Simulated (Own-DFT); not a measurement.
Simulation results for Al₃₁GaO₄₈ (corundum with substituted atoms, atoms displaced)

A calculation, not a measurement: plane-wave PBE density functional theory by an unreviewed code, no spin, of a simulated periodic cell, stress positive in tension, free energy of the whole cell less one offset for each atom, defect cell not probed for a lower state with spin; oxygen file: force components 24 meV/angstrom off all-electron in one glass; forces on such cells passed a denser k mesh, this cell's mesh not checked; offsets are fitted by least squares, one for each functional and potential file, so energies compare only between cells with the same atoms and settings and are not formation energies; the far tail of each file's local potential was reset to the Coulomb form; each entry is a single point on an unrelaxed cell, so the pressure reflects the starting lattice, mostly measured values, from which strain is counted, and rises with the displacements; printed positions are rounded, which can move forces by about a meV/angstrom; the program is a retired in-house code; no spin-orbit coupling; before rounding, a Quantum ESPRESSO 7.3.1 run of the same cell and cutoff gave forces within 1 meV/angstrom rms on each cell, which checks the program and not the settings. Program: Own-DFT development build.

Entry: Al₃₁GaO₄₈ (corundum with substituted atoms, atoms displaced)

```
Al31GaO48
1.0
      5.4940     0.0000     8.6604
     -2.7470     4.7579     8.6604
     -2.7470    -4.7579     8.6604
Al Ga Al O Al O Al O Al O Al O Al O Al O Al O
1 1 2 6 4 6 4 6 4 6 4 6 4 6 4 6 4 6
Direct
  0.18121 0.18339 0.16593
  0.32660 0.32565 0.31521
  0.42861 0.42262 0.42695
  0.06237 0.06845 0.08268
  0.27990 0.47369 0.12404
  0.47295 0.12275 0.28406
  0.11897 0.28065 0.46625
  0.22040 0.02229 0.37303
  0.02034 0.37674 0.21841
  0.37263 0.22591 0.02586
  0.18350 0.16473 0.67021
  0.31491 0.31666 0.83840
  0.42269 0.43697 0.93465
  0.07306 0.07142 0.59180
  0.28711 0.47097 0.61582
  0.47143 0.12880 0.77925
  0.12764 0.27367 0.96744
  0.23113 0.02166 0.87275
  0.03205 0.38039 0.71251
  0.38110 0.21376 0.53327
  0.16352 0.67709 0.18468
  0.32061 0.81983 0.32051
  0.43101 0.91320 0.43192
  0.06380 0.57235 0.08500
  0.27667 0.96906 0.12232
  0.47080 0.63519 0.27070
  0.13909 0.77780 0.46161
  0.22200 0.53325 0.36398
  0.02293 0.87084 0.23352
  0.37150 0.72860 0.02783
  0.16968 0.68197 0.67144
  0.32614 0.82676 0.82666
  0.42993 0.91966 0.92849
  0.07784 0.57624 0.57889
  0.27338 0.96720 0.63390
  0.47730 0.61024 0.78441
  0.12991 0.77235 0.96895
  0.22101 0.51978 0.87866
  0.03005 0.87229 0.71512
  0.36551 0.72706 0.53216
  0.66800 0.19486 0.17478
  0.81468 0.32707 0.32617
  0.92717 0.42134 0.42762
  0.58002 0.06797 0.06509
  0.78278 0.47208 0.13095
  0.97369 0.12399 0.27855
  0.61645 0.28711 0.47135
  0.71615 0.03638 0.37100
  0.52189 0.38185 0.22138
  0.87428 0.20855 0.03623
  0.67310 0.19213 0.65832
  0.83628 0.32358 0.82426
  0.93361 0.42853 0.92478
  0.56938 0.08249 0.57039
  0.77955 0.47027 0.63185
  0.96981 0.12953 0.78089
  0.62434 0.29013 0.96238
  0.73704 0.02210 0.86621
  0.52268 0.36844 0.72709
  0.86403 0.22007 0.53275
  0.67674 0.67856 0.17008
  0.81905 0.82952 0.32100
  0.92948 0.92828 0.42984
  0.57475 0.57818 0.07193
  0.77478 0.97326 0.12526
  0.96192 0.63097 0.28445
  0.61568 0.77431 0.47417
  0.72893 0.52012 0.37749
  0.53143 0.87074 0.22911
  0.87775 0.72029 0.02633
  0.67065 0.67530 0.68243
  0.81490 0.82707 0.82450
  0.92522 0.92804 0.92644
  0.57109 0.57486 0.57114
  0.78525 0.96175 0.62614
  0.97178 0.61942 0.77528
  0.62692 0.77230 0.97680
  0.71828 0.52046 0.88531
  0.53463 0.87525 0.71272
  0.87762 0.72024 0.52474
```

It was run with functional PBE, potential files PseudoDojo norm-conserving, scalar-relativistic, standard set, wave cutoff 72 hartree, occupations Fermi-Dirac, smearing width 0.1 eV and k mesh 3 x 3 x 3 centred on Gamma.

It finds free energy of cell above offsets -52.702 eV; pressure 10.78 GPa; stress xx -11.48 GPa; stress yy -11.25 GPa; stress zz -9.63 GPa; stress yz -0.25 GPa; stress xz -0.85 GPa; stress xy 0.12 GPa.

Force:
```csv
element,x (eV/Å),y (eV/Å),z (eV/Å)
Al,-1.04,-2.663,-0.371
Ga,-1.118,-1.563,-0.219
Al,-1.4,1.504,-0.866
Al,1.81,0.032,1.196
O,-1.739,1.353,-0.827
O,1.193,-0.32,-1.022
O,0.39,-1.823,0.583
O,-0.489,0.449,1.278
O,0.524,-0.31,1.073
O,0.779,-1.164,0.671
Al,-0.923,0.739,2.624
Al,2.063,2.842,1.361
Al,1.545,-0.79,-3.336
Al,0.854,1.668,-3.796
O,-1.55,-0.576,0.215
O,1.141,-0.997,-1.052
O,-1.172,-0.687,-0.483
O,-1.398,0.599,-0.268
O,0.208,-1.644,-0.175
O,-1.715,0.914,-0.738
Al,0.854,1.15,0.098
Al,0.301,1.845,2.676
Al,-2.013,2.287,-1.234
Al,1.346,1.162,-0.408
O,-0.003,0.249,0.469
O,1.269,-1.627,-0.825
O,-2.977,-1.881,-2.042
O,-0.77,-1.707,1.906
O,0.379,1.009,-0.353
O,0.81,-0.689,-0.323
Al,1.343,-1.3,1.3
Al,0.331,-1.13,-0.878
Al,-1.021,1.233,0.12
Al,0.916,1.035,-2.482
O,0.578,0.663,-0.23
O,-1.187,3.329,1.9
O,-0.965,0.051,0.325
O,-1.162,0.665,0.19
O,-0.948,-0.08,1.018
O,1.319,-0.663,0.253
Al,1.024,-1.457,-2.248
Al,1.705,-0.59,1.069
Al,-1.773,0.107,-0.172
Al,-0.946,0.218,1.173
O,0.156,1.267,-2.051
O,-0.607,0.404,-0.322
O,1.476,-0.464,-0.158
O,0.087,-0.446,0.608
O,0.81,0.766,1.905
O,0.031,1.882,0.696
Al,-1.564,-3.056,0.481
Al,-1.459,0.644,-1.068
Al,-0.567,-0.969,-0.943
Al,1.6,-1.647,0.072
O,0.549,0.687,-0.753
O,1.087,-0.584,-0.45
O,0.395,-1.974,0.375
O,-1.698,0.132,-0.263
O,0.118,1.503,0.866
O,2.196,0.755,1.632
Al,-0.377,-1.179,1.442
Al,-1.152,-0.605,0.8
Al,0.435,-0.148,-1.264
Al,-0.671,-0.655,-0.483
O,0.481,0.412,-0.312
O,1.435,-0.186,-1.117
O,1.617,-0.637,1.92
O,-1.246,0.909,-0.348
O,0.685,0.908,-0.972
O,-0.558,0.168,-0.363
Al,1.97,-0.067,-0.616
Al,1.383,0.136,1.296
Al,0.349,-0.833,-0.386
Al,-0.108,-1.66,-0.119
O,-1.427,1.224,-0.367
O,-0.684,1.11,1.584
O,0.056,1.094,-0.321
O,0.436,0.595,0.976
O,-0.812,-0.64,0.396
O,-0.793,-0.288,0.475
```
